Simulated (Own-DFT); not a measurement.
Hf36O71 (tetragonal hafnia with one neutral oxygen vacancy, atoms displaced) (calculated)

Computed with Own-DFT development build. A calculation, not a measurement: plane-wave PBE and HSE06 DFT by an unreviewed code, no spin, of a simulated cell at Gamma alone, so results move with cell size and shape, stress positive in tension, energies less offsets, not probed for a lower state with spin; hafnium file: forces about 75 meV/angstrom off all-electron values; oxygen file: force components 24 meV/angstrom off all-electron in a glass; k mesh not checked against a denser one; forces and stress are PBE's, HSE06 gives the energy alone, and its difference from PBE has offsets of its own; offsets are fitted by least squares, one for each functional and potential file, so energies compare only between cells with the same atoms and settings and are not formation energies; the far tail of each file's local potential was reset to the Coulomb form; each entry is a single point on an unrelaxed cell, so the pressure reflects the starting lattice, taken from the Materials Project, from which strain is counted, and rises with the displacements; printed positions are rounded, which can move forces by about a meV/angstrom; the program is a retired in-house code; no spin-orbit coupling.

Settings shared by all entries: first functional PBE; second functional HSE06; exact exchange share 0.25; screening 0.11 1/bohr; exchange divergence Gygi-Baldereschi; potential files PseudoDojo norm-conserving, scalar-relativistic, made for PBE, standard set; wave cutoff 48 hartree; occupations fixed; k mesh 1 x 1 x 1 centred on Gamma.

(1) Hf36O71 (tetragonal hafnia with one neutral oxygen vacancy, atoms displaced)

```
cell vectors (Å)
  10.7800     0.0000     0.0000
   0.0000    10.7800     0.0000
   0.0000     0.0000    10.4493
atoms (fractions of the cell vectors)
Hf  0.00332  0.00259  0.99439
Hf  0.16317  0.16928  0.25066
O   0.00139  0.16787  0.15290
O   0.16951  0.99834  0.34554
O   0.00331  0.16426  0.40162
O   0.16454  0.99856  0.10251
Hf  0.99888  0.00278  0.51008
Hf  0.16604  0.16643  0.74700
O   0.99756  0.16756  0.65233
O   0.16289  0.00229  0.84521
O   0.00210  0.16297  0.90583
O   0.16931  0.99809  0.59842
Hf  0.99937  0.33332  0.00204
Hf  0.16857  0.49879  0.25706
O   0.00008  0.50216  0.15341
O   0.16994  0.33103  0.34598
O   0.99996  0.50164  0.40050
O   0.16349  0.33549  0.10219
Hf  0.00653  0.33869  0.50084
Hf  0.17016  0.49672  0.75555
O   0.99853  0.50208  0.65505
O   0.17287  0.33147  0.85048
O   0.00598  0.49904  0.90097
O   0.16404  0.33858  0.60028
Hf  0.00018  0.66517  0.00140
Hf  0.16700  0.82677  0.24719
O   0.00168  0.82991  0.14996
O   0.16548  0.66521  0.34822
O   0.99612  0.83033  0.40484
O   0.16443  0.66658  0.09665
Hf  0.00059  0.66656  0.50354
Hf  0.16766  0.83288  0.74878
O   0.99824  0.83510  0.65300
O   0.16999  0.66718  0.85001
O   0.00054  0.83294  0.89666
O   0.16652  0.66857  0.60016
Hf  0.33221  0.00211  0.00036
Hf  0.50022  0.16468  0.25109
O   0.33250  0.16670  0.15047
O   0.50303  0.00130  0.34440
O   0.33647  0.16718  0.40585
O   0.49932  0.99944  0.09958
Hf  0.33647  0.00039  0.49714
Hf  0.49767  0.16712  0.74382
O   0.33361  0.16841  0.65311
O   0.49991  0.00224  0.84240
O   0.33179  0.16175  0.90178
O   0.50087  0.00248  0.59937
Hf  0.33122  0.33598  0.00388
Hf  0.50168  0.49889  0.24970
O   0.33412  0.50051  0.15346
O   0.49618  0.33301  0.34662
O   0.33285  0.50365  0.40000
O   0.50474  0.33190  0.09654
Hf  0.33539  0.33416  0.50068
Hf  0.49721  0.49752  0.74850
O   0.33617  0.50065  0.65198
O   0.50186  0.33374  0.84360
O   0.33475  0.49872  0.89897
O   0.49876  0.33459  0.59971
Hf  0.33492  0.66609  0.00194
Hf  0.49509  0.83186  0.25342
O   0.33224  0.82776  0.15317
O   0.49878  0.66772  0.35066
O   0.33303  0.83427  0.39872
O   0.49418  0.66809  0.09159
Hf  0.33621  0.66604  0.50118
Hf  0.49846  0.83236  0.75008
O   0.33319  0.83327  0.65266
O   0.50043  0.66490  0.84387
O   0.33521  0.83238  0.90424
O   0.50044  0.67049  0.59815
Hf  0.66355  0.99536  0.00208
Hf  0.82935  0.16526  0.24605
O   0.66585  0.17386  0.15359
O   0.82868  0.00206  0.35235
O   0.66891  0.17348  0.40074
O   0.83297  0.00174  0.09962
Hf  0.67366  0.00215  0.50185
Hf  0.83667  0.16737  0.75096
O   0.66643  0.16787  0.65301
O   0.83313  0.99607  0.84346
O   0.66730  0.16149  0.90549
O   0.83333  0.00021  0.60149
Hf  0.66429  0.33024  0.99818
Hf  0.83427  0.49869  0.25153
O   0.66726  0.49972  0.14797
O   0.82963  0.33435  0.34354
O   0.66985  0.49968  0.40136
O   0.83433  0.33235  0.10099
Hf  0.66691  0.33004  0.49949
Hf  0.83310  0.49829  0.74837
O   0.83546  0.33573  0.84756
O   0.66924  0.50096  0.90250
O   0.83397  0.33108  0.59546
Hf  0.66845  0.67012  0.00214
Hf  0.83314  0.83181  0.25100
O   0.65977  0.83878  0.15140
O   0.83393  0.66624  0.34884
O   0.66510  0.83179  0.40535
O   0.83429  0.66592  0.09690
Hf  0.67156  0.66354  0.50114
Hf  0.83625  0.82827  0.74750
O   0.66580  0.83317  0.65154
O   0.83814  0.66365  0.84399
O   0.66224  0.83212  0.90638
O   0.83566  0.66640  0.59457
```

It finds PBE energy of cell above offsets -101.252 eV; HSE06 less PBE above offsets -0.171 eV; PBE pressure 0.79 GPa; PBE stress xx -0.82 GPa; PBE stress yy -0.17 GPa; PBE stress zz -1.39 GPa; PBE stress yz 0.63 GPa; PBE stress xz -0.46 GPa; PBE stress xy 0.03 GPa.

Force:
```csv
element,x (eV/Å),y (eV/Å),z (eV/Å)
Hf,-0.407,-1.634,1.135
Hf,0.08,-1.816,-0.158
O,-0.428,0.065,-0.168
O,0.06,0.083,0.113
O,0.05,0.738,0.696
O,0.386,0.044,-1.102
Hf,0.602,-0.615,-1.873
Hf,0.6,-0.207,0.733
O,0.822,-0.178,-0.059
O,0.116,-0.333,0.13
O,-0.27,1.579,-0.933
O,-0.195,0.393,0.04
Hf,-0.371,0.32,0.316
Hf,-0.395,0.443,-1.232
O,0.142,-0.144,0.076
O,-0.093,0.707,1.149
O,0.257,-0.488,0.365
O,0.602,0.011,-0.385
Hf,-1.557,-0.705,-0.595
Hf,-0.505,1.011,-0.041
O,0.611,-0.28,-0.342
O,-0.214,-0.396,-0.125
O,0.125,-0.316,0.428
O,0.902,-0.261,0.028
Hf,0.306,0.364,-0.442
Hf,-0.386,1.221,0.328
O,-0.784,-0.027,0.345
O,0.089,-0.029,0.272
O,-0.02,0.833,0.124
O,0.626,-0.131,0.334
Hf,0.539,0.324,-0.617
Hf,-0.105,-0.435,0.473
O,0.576,-0.01,-0.414
O,-0.041,-0.18,-0.496
O,0.062,-0.109,0.61
O,0.231,-0.025,-0.167
Hf,0.028,-0.314,0.293
Hf,-0.3,0.3,-0.598
O,0.088,0.256,0.363
O,-0.19,-0.201,0.601
O,0.029,0.198,-0.066
O,-0.531,0.322,-0.31
Hf,-0.357,-0.45,0.001
Hf,0.682,-0.482,1.122
O,-0.851,0.315,-0.491
O,-0.035,-0.363,0.499
O,0.025,1.13,0.099
O,0.008,0.093,-0.8
Hf,0.164,-0.778,-0.25
Hf,0.329,0.24,-0.13
O,-0.031,-0.385,-0.182
O,-0.068,0.377,0.242
O,-0.129,-0.809,0.424
O,-1.39,0.313,-0.004
Hf,0.048,0.11,-0.299
Hf,1.434,0.658,0.337
O,-0.809,-0.079,-0.424
O,-0.037,-0.418,0.491
O,-0.154,-0.142,0.494
O,0.347,0.226,-0.542
Hf,-1.153,0.279,-0.898
Hf,0.317,0.216,-0.174
O,0.04,0.121,-0.143
O,0.028,-0.739,-0.537
O,0.296,-0.295,0.568
O,1.811,-0.211,1.008
Hf,-0.135,0.673,0.091
Hf,0.376,-0.002,0.011
O,0.087,0.048,-0.196
O,-0.141,-0.051,0.131
O,-0.114,0.529,-0.097
O,0.271,-0.605,-0.285
Hf,0.346,0.351,-0.195
Hf,0.696,0.269,0.343
O,-0.296,-0.492,-0.045
O,-0.025,-0.385,-0.249
O,-0.317,-1.514,0.029
O,0.108,-0.038,-0.264
Hf,-0.927,-0.572,-0.348
Hf,-1.437,-0.308,0.558
O,0.489,0.057,-0.264
O,0.162,0.383,0.206
O,0.24,0.65,-0.145
O,0.153,0.217,-0.016
Hf,0.734,0.346,-0.17
Hf,-0.266,-0.028,-0.529
O,-0.26,0.322,0.755
O,0.422,-0.302,0.406
O,-0.457,-0.23,0.552
O,0.009,0.03,-0.811
Hf,0.452,0.975,0.279
Hf,-0.895,0.048,0.11
O,0.215,-0.726,-0.012
O,-0.011,0.002,-0.281
O,0.188,0.438,-0.015
Hf,-0.632,-1.131,-0.351
Hf,0.167,0.465,0.082
O,1.044,-0.695,0.506
O,-0.234,-0.04,-0.293
O,0.248,0.379,-0.096
O,-0.448,0.433,0.164
Hf,-0.895,0.615,-0.126
Hf,-0.67,0.522,0.585
O,0.498,0.09,0.335
O,-0.247,0.2,0.29
O,0.25,-0.022,-0.535
O,-0.391,-0.211,0.648
```

(2) Hf36O71 (tetragonal hafnia with one neutral oxygen vacancy, atoms displaced)

```
cell vectors (Å)
  10.7800     0.0000     0.0000
   0.0000    10.7800     0.0000
   0.0000     0.0000    10.4493
atoms (fractions of the cell vectors)
Hf  0.99849  0.00547  0.00163
Hf  0.16638  0.17022  0.24979
O   0.00096  0.16468  0.15576
O   0.16335  0.00234  0.34309
O   0.99974  0.16925  0.40379
O   0.16656  0.00080  0.10171
Hf  0.99928  0.99771  0.49517
Hf  0.16564  0.16409  0.74716
O   0.00267  0.16967  0.65116
O   0.16244  0.99968  0.84618
O   0.00316  0.17085  0.90261
O   0.16570  0.00311  0.59951
Hf  0.00035  0.33330  0.99855
Hf  0.17066  0.49869  0.24750
O   0.99844  0.49872  0.14549
O   0.16758  0.33350  0.34907
O   0.99375  0.49963  0.39922
O   0.16505  0.33370  0.09404
Hf  0.00006  0.33544  0.49821
Hf  0.16746  0.49852  0.74947
O   0.00030  0.50387  0.65450
O   0.16410  0.33337  0.84622
O   0.99925  0.50119  0.89976
O   0.16985  0.32844  0.59274
Hf  0.99860  0.66834  0.00603
Hf  0.16489  0.83866  0.24824
O   0.00232  0.83106  0.15678
O   0.16565  0.66521  0.34859
O   0.00238  0.83411  0.40195
O   0.16943  0.66592  0.09236
Hf  0.00377  0.66931  0.49743
Hf  0.16902  0.83423  0.75037
O   0.99859  0.83656  0.65405
O   0.16720  0.66185  0.83987
O   0.00339  0.83408  0.90041
O   0.16887  0.66557  0.59577
Hf  0.33499  0.00197  0.99570
Hf  0.49959  0.16656  0.25058
O   0.33365  0.16776  0.15177
O   0.50183  0.00228  0.34750
O   0.33242  0.16662  0.39831
O   0.49938  0.99901  0.09826
Hf  0.33122  0.99600  0.50089
Hf  0.49830  0.16689  0.74843
O   0.33525  0.16414  0.65157
O   0.49536  0.99928  0.85048
O   0.33042  0.16381  0.90177
O   0.49363  0.00016  0.60325
Hf  0.33264  0.33116  0.99600
Hf  0.49875  0.49799  0.25379
O   0.33518  0.50068  0.15079
O   0.50628  0.33596  0.35158
O   0.33613  0.50068  0.40232
O   0.50565  0.33367  0.09765
Hf  0.33133  0.33658  0.50087
Hf  0.50618  0.50233  0.74927
O   0.33237  0.50172  0.64692
O   0.50212  0.33253  0.84552
O   0.50275  0.33127  0.59869
Hf  0.33755  0.66703  0.99936
Hf  0.50080  0.83602  0.25394
O   0.33333  0.84020  0.15114
O   0.50030  0.66450  0.34888
O   0.33182  0.83611  0.39873
O   0.49952  0.66483  0.09717
Hf  0.33622  0.67137  0.50263
Hf  0.50118  0.83216  0.75442
O   0.33776  0.83277  0.65182
O   0.50073  0.66340  0.84604
O   0.33276  0.83302  0.90196
O   0.50148  0.66680  0.60029
Hf  0.66584  0.00034  0.00106
Hf  0.83686  0.16216  0.25217
O   0.66553  0.16843  0.15365
O   0.83293  0.00443  0.34763
O   0.67016  0.16344  0.40132
O   0.83136  0.00690  0.09988
Hf  0.66404  0.00281  0.49858
Hf  0.83496  0.16734  0.74511
O   0.66622  0.17131  0.65253
O   0.83068  0.99971  0.84815
O   0.66584  0.16596  0.90144
O   0.83224  0.99225  0.60114
Hf  0.66347  0.33199  0.99697
Hf  0.83512  0.49679  0.24800
O   0.67027  0.50079  0.16058
O   0.83306  0.33323  0.35028
O   0.66618  0.50034  0.40636
O   0.83208  0.32970  0.09477
Hf  0.66485  0.33221  0.50118
Hf  0.83570  0.49860  0.75193
O   0.66594  0.50283  0.65262
O   0.83855  0.33374  0.85212
O   0.66300  0.49911  0.90244
O   0.83545  0.32827  0.59253
Hf  0.66733  0.67112  0.00011
Hf  0.83950  0.83456  0.25052
O   0.66926  0.83706  0.15257
O   0.83083  0.66843  0.34619
O   0.66936  0.83410  0.40296
O   0.83703  0.66737  0.09708
Hf  0.66769  0.66776  0.49920
Hf  0.82990  0.83235  0.75056
O   0.66658  0.83341  0.64725
O   0.83162  0.66973  0.83964
O   0.66870  0.83818  0.90683
O   0.83734  0.67253  0.59909
```

Results for Hf36O71 (tetragonal hafnia with one neutral oxygen vacancy, atoms displaced): PBE energy of cell above offsets -101.075 eV; HSE06 less PBE above offsets -0.158 eV; PBE pressure 0.79 GPa; PBE stress xx -0.09 GPa; PBE stress yy -0.83 GPa; PBE stress zz -1.45 GPa; PBE stress yz 0.37 GPa; PBE stress xz 0.4 GPa; PBE stress xy 0.01 GPa.

Force:
```csv
element,x (eV/Å),y (eV/Å),z (eV/Å)
Hf,0.372,-0.328,-0.656
Hf,0.674,-0.384,-0.036
O,0.087,0.015,-0.477
O,-0.18,-0.097,0.859
O,0.044,-0.482,-0.144
O,-0.3,-0.041,-0.914
Hf,-0.246,0.647,1.31
Hf,0.321,0.261,0.048
O,-0.609,-0.264,0.119
O,0.319,0.144,0.272
O,-0.106,-1.187,-0.063
O,0.148,-0.406,-0.605
Hf,-0.863,1.079,-0.065
Hf,-0.633,0.494,0.002
O,0.706,0.14,0.683
O,0.006,0.667,-0.435
O,0.466,0.37,0.271
O,0.791,-0.069,0.442
Hf,-0.146,0.015,-0.1
Hf,0.011,0.232,-0.13
O,-0.067,-0.543,-0.621
O,0.809,-0.066,-0.031
O,-0.251,0.314,0.355
O,-0.664,0.288,0.557
Hf,1.065,-0.517,-1.633
Hf,1.485,-0.565,-0.027
O,-0.488,0.139,-0.828
O,-0.031,0.185,-0.633
O,-0.185,0.151,-0.391
O,-0.065,0.065,0.353
Hf,-0.467,-0.863,0.643
Hf,-1.024,-0.591,0.049
O,0.906,-0.074,-0.239
O,0.646,0.747,0.53
O,-0.149,-0.035,1.054
O,-0.132,0.512,-0.272
Hf,-0.215,-0.771,1.183
Hf,0.176,0.585,-0.258
O,0.055,0.2,-0.204
O,0.049,-0.467,0.495
O,0.103,-0.109,0.598
O,0.049,0.152,-0.039
Hf,0.191,1.435,0.079
Hf,0.267,-0.179,-0.069
O,-0.523,0.294,0.149
O,0.248,0.021,-0.08
O,0.091,0.894,-0.297
O,1.145,0.022,-0.74
Hf,0.325,0.672,0.318
Hf,0.835,0.151,-0.273
O,-0.195,-0.306,-0.228
O,-0.3,-0.865,-0.336
O,-0.199,0.139,-0.285
O,-1.561,0.106,-0.034
Hf,0.875,-0.508,-0.185
Hf,-1.001,-0.806,-0.295
O,0.549,-0.288,0.993
O,-0.718,0.22,0.279
O,-0.851,0.101,0.056
Hf,-0.665,-0.742,-0.215
Hf,-0.026,-0.303,-0.787
O,0.212,-0.461,0.431
O,-0.087,0.937,-0.012
O,0.14,-0.312,0.254
O,0.582,0.396,-0.11
Hf,-0.139,-0.879,-0.194
Hf,0.175,0.453,-0.942
O,-0.573,-0.075,-0.152
O,-0.218,0.841,0.72
O,0.002,-0.129,-0.246
O,-0.109,0.06,-0.163
Hf,0.071,1.119,0.485
Hf,-1.083,1.892,-0.617
O,0.075,-0.317,0.179
O,0.52,-1.604,0.591
O,-0.303,0.567,0.282
O,0.712,-0.452,-0.11
Hf,0.043,-0.741,0.791
Hf,-0.111,-0.098,0.642
O,0.148,-0.523,-0.113
O,0.351,0.591,0.105
O,-0.101,-0.027,-0.073
O,0.061,1.03,-0.954
Hf,0.914,-0.266,0.564
Hf,0.07,-0.173,0.695
O,-0.717,0.291,-0.724
O,0.045,-0.247,-0.638
O,0.087,0.057,0.18
O,0.216,0.194,0.217
Hf,0.372,0.156,-0.685
Hf,0.237,0.332,-0.077
O,1.133,-0.255,0.003
O,-0.412,-0.294,-1.14
O,0.325,0.649,0.167
O,-0.298,0.289,0.967
Hf,0.059,-0.884,0.501
Hf,-1.549,-0.442,0.395
O,-0.06,-0.371,0.205
O,0.268,0.093,-0.233
O,-0.383,0.47,-0.235
O,-1.051,0.363,-0.072
Hf,0.683,-0.145,0.222
Hf,0.831,0.779,-1.04
O,-0.825,-0.038,1.077
O,-0.407,-0.998,1.378
O,-0.453,-1.115,-0.781
O,-0.415,-0.311,-0.799
```
